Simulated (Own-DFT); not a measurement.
## Calculated data, HfO₂ (monoclinic hafnia, atoms displaced)

A calculation, not a measurement: plane-wave density functional theory by an unreviewed code, no spin, of a simulated periodic cell, stress positive in tension, run twice, with PBE and with PBEsol, both on files made for PBE, so the change isn't that of files made for PBEsol, hafnium file: forces about 75 meV/angstrom off all-electron values; oxygen file: force components 24 meV/angstrom off all-electron in one glass; forces on such cells passed a denser k mesh, this cell's mesh not checked; the far tail of each file's local potential was reset to the Coulomb form; each entry is a single point on an unrelaxed cell, so the pressure reflects the starting lattice, mostly measured values (interpolated for alloys), from which strain is counted, and rises with the displacements; printed positions are rounded, which can move forces by about a meV/angstrom; the program, named Own-DFT, is a retired in-house code; no spin-orbit coupling; stress was not checked against mesh or cutoff. Program: Own-DFT development build.

### HfO₂ (monoclinic hafnia, atoms displaced)

```
HfO2
1.0
     10.2340     0.0000     0.0000
      0.0000    10.3500     0.0000
     -1.6955     0.0000    10.4453
Hf O Hf O Hf O Hf O Hf O Hf O Hf O Hf O
4 8 4 8 4 8 4 8 4 8 4 8 4 8 4 8
Direct
  0.12920 0.00032 0.09952
  0.36831 0.28184 0.12964
  0.35889 0.47826 0.40517
  0.13963 0.22420 0.34397
  0.03357 0.18216 0.18561
  0.45843 0.42077 0.07110
  0.45195 0.34270 0.33651
  0.05035 0.09774 0.41845
  0.23106 0.40162 0.23916
  0.28050 0.12477 0.01082
  0.28758 0.10772 0.26712
  0.20724 0.38658 0.49731
  0.13467 0.01683 0.60925
  0.35677 0.25718 0.65066
  0.35078 0.47497 0.89978
  0.13817 0.21706 0.86897
  0.03059 0.16045 0.67445
  0.47331 0.41642 0.57069
  0.45494 0.34205 0.84129
  0.03950 0.07958 0.92902
  0.22538 0.39268 0.72226
  0.27463 0.12749 0.52298
  0.26460 0.11214 0.76879
  0.21872 0.36827 0.96863
  0.13155 0.51387 0.11953
  0.36934 0.77823 0.14704
  0.36606 0.95571 0.39429
  0.13799 0.74080 0.36015
  0.02702 0.65507 0.16331
  0.46671 0.91675 0.09012
  0.46996 0.84107 0.32551
  0.03874 0.59286 0.44157
  0.25288 0.87416 0.24590
  0.28639 0.61709 0.00904
  0.28972 0.59698 0.27206
  0.19739 0.89065 0.50627
  0.12151 0.49812 0.59095
  0.36591 0.79453 0.64697
  0.36129 0.98596 0.88171
  0.14495 0.74391 0.85338
  0.03839 0.65547 0.67461
  0.46875 0.91261 0.58465
  0.46724 0.84596 0.82292
  0.03878 0.58556 0.95108
  0.24425 0.88421 0.74481
  0.25744 0.63575 0.48939
  0.27637 0.62792 0.76637
  0.22105 0.85986 0.98245
  0.65701 0.00974 0.09884
  0.85527 0.27081 0.14044
  0.88480 0.47996 0.38229
  0.65428 0.22583 0.35951
  0.54798 0.17713 0.16982
  0.94819 0.42598 0.08150
  0.96273 0.33784 0.32289
  0.54341 0.08762 0.42318
  0.71234 0.38556 0.24745
  0.77708 0.13073 0.98163
  0.79726 0.13741 0.26471
  0.72714 0.36133 0.49219
  0.64274 0.00287 0.59374
  0.86326 0.26639 0.65288
  0.84744 0.47198 0.89883
  0.64919 0.23586 0.85395
  0.56461 0.15930 0.68923
  0.96984 0.40696 0.55956
  0.95680 0.31883 0.81593
  0.52590 0.07659 0.92846
  0.73140 0.37409 0.75867
  0.78025 0.10575 0.52036
  0.80113 0.10215 0.74404
  0.73039 0.36690 0.99620
  0.64047 0.52396 0.10125
  0.85577 0.76852 0.15679
  0.88455 0.97269 0.40366
  0.62591 0.74097 0.35506
  0.55099 0.65851 0.18084
  0.96096 0.92329 0.06843
  0.96353 0.83330 0.33490
  0.55786 0.59384 0.42111
  0.71818 0.85340 0.22963
  0.76480 0.64417 0.03200
  0.78944 0.62287 0.26830
  0.70724 0.88499 0.49010
  0.62903 0.50883 0.61232
  0.86756 0.76709 0.64357
  0.86849 0.96250 0.90021
  0.65233 0.73304 0.86322
  0.53334 0.64361 0.66488
  0.96554 0.90870 0.60897
  0.97953 0.83058 0.80730
  0.54388 0.58317 0.91629
  0.70546 0.89330 0.74639
  0.76627 0.63285 0.52211
  0.77199 0.63848 0.75194
  0.70915 0.89148 0.98253
```

It was run with functional PBE, then PBEsol, potential files PseudoDojo norm-conserving, scalar-relativistic, standard set, wave cutoff 72 hartree, occupations Fermi-Dirac, smearing width 0.1 eV and k mesh 2 x 2 x 2 centred on Gamma.

It finds PBE pressure 16.01 GPa; PBE stress xx -15.5 GPa; PBE stress yy -15.44 GPa; PBE stress zz -17.08 GPa; PBE stress yz -2.12 GPa; PBE stress xz -0.28 GPa; PBE stress xy -0.53 GPa; PBEsol pressure 9.5 GPa; PBEsol stress xx -9.01 GPa; PBEsol stress yy -8.97 GPa; PBEsol stress zz -10.51 GPa; PBEsol stress yz -2.07 GPa; PBEsol stress xz 0.06 GPa; PBEsol stress xy -0.53 GPa; rms change of force components from PBE to PBEsol 0.084 eV/Å.

Force:
```
force element  PBE force x (eV/Å)  PBE force y (eV/Å)  PBE force z (eV/Å)  PBEsol force x (eV/Å)  PBEsol force y (eV/Å)  PBEsol force z (eV/Å)
           Hf               4.633               3.964                0.93                  4.536                  3.907                  0.807
           Hf               0.326              -2.552               4.125                  0.347                 -2.441                  4.027
           Hf               0.906               0.446               0.393                  0.845                  0.381                  0.334
           Hf               3.744               3.565               1.354                  3.601                  3.412                  1.279
            O               0.827              -2.913              -4.079                  0.774                 -2.803                 -3.885
            O               1.642               0.843               0.807                  1.569                  0.809                  0.728
            O               2.161              -2.677              -1.918                  2.068                 -2.569                 -1.905
            O              -4.149              -4.497               1.756                 -4.052                 -4.417                  1.743
            O              -0.339               -6.74               0.694                 -0.257                 -6.547                  0.687
            O              -0.996              -0.125               0.606                 -1.026                 -0.103                  0.538
            O              -1.635               0.142              -0.271                 -1.674                  0.098                 -0.228
            O                4.53              -5.207              -4.979                   4.47                 -5.045                 -4.861
           Hf              -0.981               3.717               3.085                   -0.9                  3.665                   3.03
           Hf                1.46               3.113                0.56                  1.353                  3.089                  0.564
           Hf               0.036               4.959              -3.891                  0.005                  4.804                 -3.782
           Hf              -0.141               1.765              -3.395                 -0.109                   1.65                 -3.335
            O               1.113               0.219              -0.002                  1.065                   0.22                  0.045
            O              -3.483              -3.661               1.292                 -3.386                  -3.52                  1.208
            O               3.161              -3.887              -1.877                  3.064                  -3.78                 -1.849
            O              -1.113              -1.541               0.924                 -1.071                 -1.535                  0.952
            O               1.423              -3.946               3.322                   1.47                 -3.867                  3.229
            O               0.806               0.225               0.027                  0.707                   0.23                  0.079
            O               0.271               2.699              -2.008                  0.214                  2.617                  -1.96
            O              -1.416              -0.968               2.689                 -1.282                 -0.965                  2.617
           Hf               1.311               2.522              -3.424                   1.25                  2.557                 -3.368
           Hf               1.244              -5.133              -2.608                  1.226                  -4.92                 -2.503
           Hf              -0.632               8.425               2.482                 -0.615                  8.236                  2.386
           Hf                1.77              -4.673               0.528                  1.748                 -4.649                  0.577
            O              -0.729               3.614               3.704                  -0.72                  3.497                  3.635
            O                1.07               0.489              -0.703                  1.042                  0.435                 -0.696
            O                0.59              -1.037              -0.775                  0.564                 -1.029                 -0.808
            O              -1.614               2.359              -5.067                 -1.566                  2.242                  -4.94
            O              -4.991              -0.754               -0.97                 -4.781                 -0.739                 -0.929
            O              -0.775               2.151               2.461                 -0.793                  2.079                  2.382
            O              -1.151               6.386              -3.039                 -1.196                  6.185                 -2.942
            O               3.293              -4.126              -4.393                  3.269                 -4.023                 -4.289
           Hf               2.049               7.164               6.461                  1.992                  7.016                  6.275
           Hf              -1.846              -8.984               2.428                 -1.834                 -8.702                  2.465
           Hf               1.568              -0.872               5.482                  1.531                 -0.871                  5.373
           Hf                0.87              -8.624              -2.357                  0.882                 -8.464                 -2.351
            O               -1.45               1.244               0.223                 -1.433                  1.282                  0.224
            O               0.408               2.011              -3.133                  0.393                   1.96                 -3.106
            O               1.752              -1.711               0.111                  1.673                 -1.645                  0.029
            O              -1.163               0.346              -3.752                 -1.122                  0.288                 -3.578
            O              -3.211               0.253              -1.183                 -3.076                  0.256                 -1.161
            O               1.752               2.482               2.209                  1.621                  2.421                  2.075
            O               0.521               0.773              -0.056                  0.434                  0.769                  0.012
            O               0.544                3.75               3.975                  0.562                  3.684                   3.88
           Hf              -5.552               4.525               1.354                 -5.459                  4.419                  1.231
           Hf              -0.413                0.57               1.255                 -0.407                  0.615                   1.28
           Hf              -5.437               2.086               2.358                 -5.289                  1.997                  2.342
           Hf              -2.326               0.902              -0.046                 -2.235                  0.842                 -0.059
            O               0.147              -0.404              -0.311                  0.134                 -0.364                 -0.259
            O                0.34              -1.018               0.178                  0.312                 -0.989                  0.125
            O               2.111              -1.956              -1.364                  2.047                 -1.918                 -1.379
            O              -2.172              -1.281              -0.513                 -2.074                 -1.282                 -0.465
            O               1.347              -0.229              -1.483                  1.387                 -0.251                 -1.464
            O               0.662              -0.546               2.879                  0.574                 -0.544                  2.797
            O              -0.262              -3.454               0.031                 -0.295                 -3.313                  0.027
            O               0.408              -0.124               0.774                  0.435                 -0.159                  0.742
           Hf              -0.223               5.958               4.095                 -0.144                  5.857                  3.999
           Hf              -0.624              -2.067              -3.256                 -0.603                 -2.056                 -3.115
           Hf               5.008               2.882               0.287                  4.871                  2.718                  0.344
           Hf              -3.354              -3.109              -0.631                 -3.235                 -3.073                 -0.642
            O              -3.076               1.377              -0.957                 -2.973                  1.369                 -0.863
            O              -4.304              -2.967               0.313                 -4.173                 -2.848                  0.241
            O               0.931               2.345               4.046                  0.871                  2.238                  3.886
            O               2.183               1.711               0.151                  2.127                  1.597                  0.186
            O              -0.903               0.982              -1.853                 -0.832                  0.927                 -1.759
            O               2.276               2.123              -2.672                  2.156                  2.051                 -2.598
            O              -0.215               0.803               2.165                 -0.244                  0.809                  2.087
            O              -1.505                0.75                -0.2                 -1.371                  0.742                 -0.218
           Hf              -2.003               -1.13               1.896                 -1.947                 -1.016                  1.845
           Hf               1.944              -3.062              -0.251                  1.835                 -3.046                   -0.2
           Hf              -3.783               5.171               2.327                 -3.696                  5.069                  2.317
           Hf               4.501              -4.279               2.312                  4.395                 -4.253                  2.225
            O              -2.313               1.637              -0.773                 -2.218                   1.62                 -0.702
            O              -1.487              -2.716               3.488                 -1.428                 -2.611                  3.328
            O               1.112              -1.016              -0.956                  1.082                 -1.008                 -0.948
            O              -3.848              -2.607               0.535                 -3.724                 -2.513                  0.569
            O              -0.084               4.245               0.361                 -0.036                  4.104                  0.317
            O               1.607               0.091              -2.989                  1.502                  0.098                 -2.889
            O               0.453               0.663              -0.619                  0.424                  0.674                 -0.655
            O               3.962              -4.455              -3.557                  3.891                 -4.329                  -3.47
           Hf               4.525               2.082               -2.17                   4.39                  2.139                 -2.161
           Hf              -2.357              -5.646              -0.313                 -2.283                 -5.544                 -0.256
           Hf              -1.249               3.382              -6.996                 -1.244                  3.332                 -6.825
           Hf              -3.368              -0.999              -3.058                 -3.277                 -1.025                 -3.011
            O              -2.783               4.213               1.694                 -2.655                  4.089                  1.672
            O               2.609               4.537              -5.188                  2.564                  4.439                 -5.103
            O              -3.117                2.53               3.757                 -3.042                  2.457                  3.616
            O               0.525               0.116               0.536                  0.561                  0.127                  0.597
            O               1.626              -3.156               1.628                  1.629                 -3.086                  1.609
            O               2.015               0.576               -0.54                  1.904                    0.6                 -0.485
            O               0.074              -1.836               4.047                 -0.005                 -1.758                  3.954
            O               2.429              -3.193              -0.519                  2.419                 -3.099                 -0.514
```
